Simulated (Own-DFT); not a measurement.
## Calculated data, Si₃N₄ (beta silicon nitride, strained, atoms displaced)

Computed with Own-DFT development build. A calculation, not a measurement: plane-wave PBE density functional theory by an unreviewed code, no spin, of a simulated periodic cell, stress positive in tension, free energy of the whole cell less one offset for each atom, forces on such cells passed a denser k mesh, this cell's mesh not checked; offsets are fitted by least squares, one for each functional and potential file, so energies compare only between cells with the same atoms and settings and are not formation energies; the far tail of each file's local potential was reset to the Coulomb form; each entry is a single point on an unrelaxed cell, so the pressure reflects the starting lattice, mostly measured values (interpolated for alloys), from which strain is counted, and rises with the displacements; printed positions are rounded, which can move forces by about a meV/angstrom; the program, named Own-DFT, is a retired in-house code; no spin-orbit coupling; before rounding, a Quantum ESPRESSO 7.3.1 run of the same cell and cutoff gave forces within 1 meV/angstrom rms on each cell, which checks the program and not the settings.

Settings shared by all entries: functional PBE; potential files PseudoDojo norm-conserving, scalar-relativistic, standard set; wave cutoff 42 hartree; occupations Fermi-Dirac; smearing width 0.1 eV; k mesh 3 x 3 x 3 centred on Gamma.

(1) 
```cif
# cell vector a (Å): 7.4924 0.0668 -0.0703
# cell vector b (Å): -3.6884 6.4982 -0.0544
# cell vector c (Å): -0.0807 -0.1187 8.8583
data_Si3N4
_symmetry_space_group_name_H-M 'P 1'
_symmetry_Int_Tables_number 1
_cell_length_a 7.4930
_cell_length_b 7.4722
_cell_length_c 8.8595
_cell_angle_alpha 90.827
_cell_angle_beta 91.066
_cell_angle_gamma 119.062
_cell_volume 433.35
loop_
_atom_site_label
_atom_site_type_symbol
_atom_site_fract_x
_atom_site_fract_y
_atom_site_fract_z
_atom_site_occupancy
Si1 Si 0.16525 0.77057 0.07862 1
Si2 Si 0.22081 0.40183 0.08017 1
Si3 Si 0.59792 0.81486 0.09426 1
Si4 Si 0.81806 0.22497 0.24582 1
Si5 Si 0.75676 0.58749 0.24902 1
Si6 Si 0.40078 0.17449 0.24816 1
N1 N 0.32631 0.03479 0.08334 1
N2 N 0.96895 0.30589 0.07732 1
N3 N 0.70428 0.66519 0.08141 1
N4 N 0.67159 0.97693 0.24828 1
N5 N 0.03498 0.70739 0.24284 1
N6 N 0.29501 0.33517 0.25121 1
N7 N 0.32109 0.66884 0.07905 1
N8 N 0.67124 0.32942 0.25350 1
Si7 Si 0.17460 0.77528 0.41772 1
Si8 Si 0.23705 0.41149 0.42331 1
Si9 Si 0.60654 0.82967 0.41875 1
Si10 Si 0.82866 0.24561 0.58174 1
Si11 Si 0.76511 0.59211 0.58690 1
Si12 Si 0.41002 0.16861 0.59028 1
N9 N 0.33768 0.03211 0.41043 1
N10 N 0.96729 0.29443 0.40817 1
N11 N 0.70706 0.66071 0.41522 1
N12 N 0.67225 0.96893 0.59571 1
N13 N 0.01605 0.68706 0.58498 1
N14 N 0.30364 0.33079 0.58236 1
N15 N 0.33426 0.67507 0.41435 1
N16 N 0.67048 0.33726 0.58518 1
Si13 Si 0.17595 0.76782 0.75322 1
Si14 Si 0.21659 0.38403 0.74676 1
Si15 Si 0.58978 0.82507 0.74864 1
Si16 Si 0.83865 0.23621 0.92579 1
Si17 Si 0.76770 0.61008 0.92415 1
Si18 Si 0.40588 0.17250 0.92399 1
N17 N 0.34341 0.03858 0.75191 1
N18 N 0.96215 0.30193 0.75554 1
N19 N 0.70265 0.67803 0.75330 1
N20 N 0.66737 0.96895 0.91827 1
N21 N 0.02493 0.69800 0.90926 1
N22 N 0.29953 0.32368 0.91173 1
N23 N 0.32742 0.65774 0.74381 1
N24 N 0.67452 0.32835 0.90355 1
_calc_free_energy_of_cell_above_offsets '-3.219'  # eV
_calc_pressure 9.13  # GPa
_calc_stress_xx -15.64  # GPa
_calc_stress_yy -8.48  # GPa
_calc_stress_zz -3.27  # GPa
_calc_stress_yz -3.52  # GPa
_calc_stress_xz -2.95  # GPa
_calc_stress_xy 4.98  # GPa
```

Force:
```
element  x (eV/Å)  y (eV/Å)  z (eV/Å)
     Si     0.092      0.49     0.265
     Si     1.853     1.565     0.093
     Si     -4.25     2.094    -3.679
     Si     2.716     2.307    -0.304
     Si      3.95    -0.177     0.053
     Si     0.594     0.403     0.848
      N    -0.153    -0.625    -0.034
      N     0.919    -0.129     5.043
      N    -1.772     0.353     3.556
      N     0.584    -3.852      1.27
      N      -2.1    -0.754      1.19
      N     0.736    -0.029    -0.471
      N     3.676    -0.784     0.272
      N    -3.544     0.604    -0.582
     Si    -1.166    -1.114    -0.493
     Si    -1.333     0.102    -1.713
     Si    -1.597     0.243     0.837
     Si      2.26    -2.253     0.235
     Si    -0.963     0.274     0.968
     Si     0.224     0.774    -1.874
      N    -0.449     0.793     1.736
      N     0.536     0.358     2.293
      N    -2.614     1.634     0.288
      N     0.216     1.563    -3.667
      N     3.209     2.455    -0.681
      N     0.152    -0.694     0.505
      N     2.098    -0.577     0.383
      N    -2.381    -0.696    -0.325
     Si    -0.593    -0.031    -1.253
     Si      0.23     2.537     0.501
     Si    -0.992     0.034     1.972
     Si    -3.597    -2.933    -5.252
     Si     2.829    -4.024    -5.732
     Si     2.837     0.852    -1.501
      N    -0.804    -2.612     0.171
      N     1.451     -0.08    -1.019
      N     0.793    -1.063    -0.497
      N     0.641    -0.805     1.775
      N     0.232     1.089     1.227
      N    -1.854     0.978     1.486
      N     0.424     -0.34     0.284
      N    -3.092      2.07      1.83
```

(2) 
```cif
# cell vector a (Å): 7.4909 0.1225 -0.0104
# cell vector b (Å): -3.6393 6.6519 0.1239
# cell vector c (Å): -0.0120 0.1573 8.6058
data_Si3N4
_symmetry_space_group_name_H-M 'P 1'
_symmetry_Int_Tables_number 1
_cell_length_a 7.4919
_cell_length_b 7.5834
_cell_length_c 8.6072
_cell_angle_alpha 88.107
_cell_angle_beta 90.142
_cell_angle_gamma 117.744
_cell_volume 432.51
loop_
_atom_site_label
_atom_site_type_symbol
_atom_site_fract_x
_atom_site_fract_y
_atom_site_fract_z
_atom_site_occupancy
Si1 Si 0.18671 0.78071 0.08155 1
Si2 Si 0.23168 0.40777 0.09094 1
Si3 Si 0.59406 0.82657 0.08320 1
Si4 Si 0.81769 0.23967 0.25798 1
Si5 Si 0.77249 0.59433 0.25031 1
Si6 Si 0.40893 0.17553 0.26272 1
N1 N 0.35210 0.03639 0.07898 1
N2 N 0.97279 0.30795 0.09014 1
N3 N 0.69687 0.65601 0.08702 1
N4 N 0.65520 0.96640 0.24446 1
N5 N 0.03140 0.69527 0.23941 1
N6 N 0.30466 0.33690 0.25078 1
N7 N 0.33234 0.66499 0.08437 1
N8 N 0.66151 0.34422 0.26109 1
Si7 Si 0.16496 0.76535 0.41861 1
Si8 Si 0.22677 0.41185 0.41155 1
Si9 Si 0.58770 0.83570 0.41153 1
Si10 Si 0.83873 0.23567 0.58154 1
Si11 Si 0.76371 0.59095 0.57787 1
Si12 Si 0.40594 0.16810 0.58226 1
N9 N 0.32378 0.03327 0.43358 1
N10 N 0.95235 0.29360 0.41454 1
N11 N 0.69979 0.66950 0.42230 1
N12 N 0.66324 0.96642 0.59062 1
N13 N 0.04658 0.71133 0.58228 1
N14 N 0.30208 0.33366 0.57171 1
N15 N 0.33050 0.66888 0.40927 1
N16 N 0.64396 0.32027 0.58298 1
Si13 Si 0.17235 0.77255 0.74623 1
Si14 Si 0.23881 0.40088 0.74523 1
Si15 Si 0.58738 0.82690 0.74638 1
Si16 Si 0.82396 0.23786 0.91044 1
Si17 Si 0.76664 0.59468 0.92696 1
Si18 Si 0.40964 0.18286 0.91844 1
N17 N 0.31456 0.02681 0.75340 1
N18 N 0.97514 0.30532 0.75381 1
N19 N 0.70158 0.68549 0.74474 1
N20 N 0.66177 0.97481 0.91904 1
N21 N 0.02876 0.70287 0.91981 1
N22 N 0.30236 0.32995 0.92624 1
N23 N 0.33116 0.66157 0.74273 1
N24 N 0.66767 0.33371 0.92515 1
_calc_free_energy_of_cell_above_offsets '-2.352'  # eV
_calc_pressure 11.28  # GPa
_calc_stress_xx -13.23  # GPa
_calc_stress_yy -1.07  # GPa
_calc_stress_zz -19.54  # GPa
_calc_stress_yz 6.93  # GPa
_calc_stress_xz -0.32  # GPa
_calc_stress_xy 4.49  # GPa
```

Force:
```
element  x (eV/Å)  y (eV/Å)  z (eV/Å)
     Si    -0.517    -0.128    -1.336
     Si    -1.257     0.849    -2.366
     Si    -0.639    -1.061    -0.629
     Si      0.08    -1.967    -4.447
     Si    -0.338       0.8      1.92
     Si      -0.3    -0.312    -2.104
      N    -1.063    -0.811     3.637
      N    -1.125    -1.032    -0.717
      N    -3.148     2.426     0.374
      N     0.628     2.892     0.449
      N    -0.581     0.721     3.068
      N     0.451    -0.987     1.649
      N     1.531     0.352    -0.238
      N     0.635    -1.887    -0.098
     Si     1.612      1.94    -3.257
     Si     0.172     0.247    -0.219
     Si     0.923    -1.947     2.777
     Si    -3.904    -2.504     3.576
     Si     0.925    -0.659     4.056
     Si     -2.42     0.371     3.292
      N     0.087    -3.457    -4.992
      N     4.186     2.174     0.134
      N    -1.434     1.601     -3.91
      N     0.165     3.444    -4.682
      N    -5.057    -3.259     0.813
      N    -0.276    -0.384     1.884
      N    -0.008    -0.069     0.173
      N     5.327     3.801     0.576
     Si     1.053    -0.184     2.766
     Si    -0.699      1.56     0.945
     Si    -1.226    -0.702     3.344
     Si     1.639    -1.699     3.259
     Si     1.057    -0.218    -3.992
     Si     1.348     -1.52     -1.17
      N     0.525     1.454     0.434
      N      0.65    -0.055    -2.395
      N     3.398    -2.966     1.377
      N     0.742     0.059    -1.546
      N     0.139     0.252    -0.455
      N    -1.406     1.088    -1.626
      N    -0.222     0.236     0.455
      N    -1.653     1.539    -0.779
```

(3) 
```cif
# cell vector a (Å): 7.5605 -0.0603 -0.0183
# cell vector b (Å): -3.8325 6.6062 0.1299
# cell vector c (Å): -0.0209 0.1600 8.6567
data_Si3N4
_symmetry_space_group_name_H-M 'P 1'
_symmetry_Int_Tables_number 1
_cell_length_a 7.5608
_cell_length_b 7.6385
_cell_length_c 8.6582
_cell_angle_alpha 88.040
_cell_angle_beta 90.285
_cell_angle_gamma 120.574
_cell_volume 430.22
loop_
_atom_site_label
_atom_site_type_symbol
_atom_site_fract_x
_atom_site_fract_y
_atom_site_fract_z
_atom_site_occupancy
Si1 Si 0.17575 0.77301 0.08348 1
Si2 Si 0.22319 0.39746 0.07619 1
Si3 Si 0.59544 0.82531 0.08345 1
Si4 Si 0.82054 0.23557 0.25029 1
Si5 Si 0.77552 0.60809 0.25325 1
Si6 Si 0.41048 0.17529 0.24167 1
N1 N 0.33286 0.03256 0.07251 1
N2 N 0.97112 0.30600 0.07861 1
N3 N 0.68626 0.66127 0.08677 1
N4 N 0.66872 0.97372 0.24763 1
N5 N 0.04855 0.70217 0.24977 1
N6 N 0.29883 0.33482 0.23757 1
N7 N 0.33543 0.67717 0.08429 1
N8 N 0.67495 0.34245 0.25437 1
Si7 Si 0.16522 0.75287 0.41773 1
Si8 Si 0.21704 0.37860 0.41913 1
Si9 Si 0.59691 0.81721 0.41570 1
Si10 Si 0.80992 0.22071 0.58496 1
Si11 Si 0.75999 0.59436 0.59220 1
Si12 Si 0.40284 0.16540 0.58202 1
N9 N 0.33744 0.03412 0.41105 1
N10 N 0.98149 0.30470 0.42059 1
N11 N 0.69783 0.66931 0.40378 1
N12 N 0.67611 0.97428 0.57788 1
N13 N 0.02131 0.69623 0.57897 1
N14 N 0.29537 0.32296 0.57867 1
N15 N 0.35248 0.66906 0.42365 1
N16 N 0.65861 0.32137 0.57929 1
Si13 Si 0.17207 0.75985 0.74084 1
Si14 Si 0.22211 0.40451 0.74716 1
Si15 Si 0.58583 0.81068 0.74762 1
Si16 Si 0.82773 0.23607 0.91946 1
Si17 Si 0.77640 0.60439 0.92481 1
Si18 Si 0.40598 0.16307 0.91057 1
N17 N 0.33085 0.03510 0.74989 1
N18 N 0.97044 0.29861 0.74818 1
N19 N 0.69244 0.65382 0.75007 1
N20 N 0.67662 0.97413 0.91560 1
N21 N 0.04079 0.70088 0.91546 1
N22 N 0.29997 0.32576 0.90081 1
N23 N 0.33081 0.66591 0.74716 1
N24 N 0.66042 0.33673 0.92456 1
_calc_free_energy_of_cell_above_offsets '-2.815'  # eV
_calc_pressure 12.39  # GPa
_calc_stress_xx -16.17  # GPa
_calc_stress_yy -6.22  # GPa
_calc_stress_zz -14.78  # GPa
_calc_stress_yz 5.44  # GPa
_calc_stress_xz -1.42  # GPa
_calc_stress_xy -4.35  # GPa
```

Force:
```
element  x (eV/Å)  y (eV/Å)  z (eV/Å)
     Si     2.266     0.312    -1.278
     Si     1.411     2.668    -1.774
     Si    -1.238     1.038     0.444
     Si     2.041     -0.12     0.307
     Si     2.329    -2.442    -2.045
     Si    -0.769     0.924    -0.076
      N    -0.382    -1.032     3.449
      N    -1.073    -0.479     1.214
      N     1.415     0.739    -0.632
      N     0.585     0.059    -0.086
      N    -4.117    -1.416     0.025
      N     1.598      -1.8     2.488
      N     0.677    -2.361    -0.562
      N    -1.014     0.607    -0.313
     Si     4.374     2.442    -0.121
     Si     3.633     4.631    -3.094
     Si    -0.375     3.542    -0.508
     Si     2.497      2.85     -0.23
     Si     1.248    -2.925    -4.243
     Si     -1.35     0.927    -1.817
      N    -0.769    -2.114     0.894
      N    -6.228    -2.236    -0.927
      N     1.029     0.007     4.704
      N     0.259    -4.146     0.713
      N    -0.042     0.009     1.249
      N     1.256    -0.573     2.453
      N    -4.935    -3.438     0.036
      N    -0.081     3.042     0.541
     Si    -0.422     2.029      1.41
     Si     2.311    -0.374     -1.65
     Si     0.938     3.257      0.56
     Si    -1.421    -0.118    -1.368
     Si     0.197    -2.248    -0.455
     Si    -1.324     3.631    -0.883
      N     0.126    -4.026    -0.926
      N    -2.693    -0.537    -0.303
      N    -1.855     2.033     1.915
      N     0.103    -1.397    -1.317
      N    -2.145     -0.52    -0.112
      N    -0.285     0.029     2.903
      N    -0.101    -0.956    -0.119
      N     2.327     0.484    -0.466
```
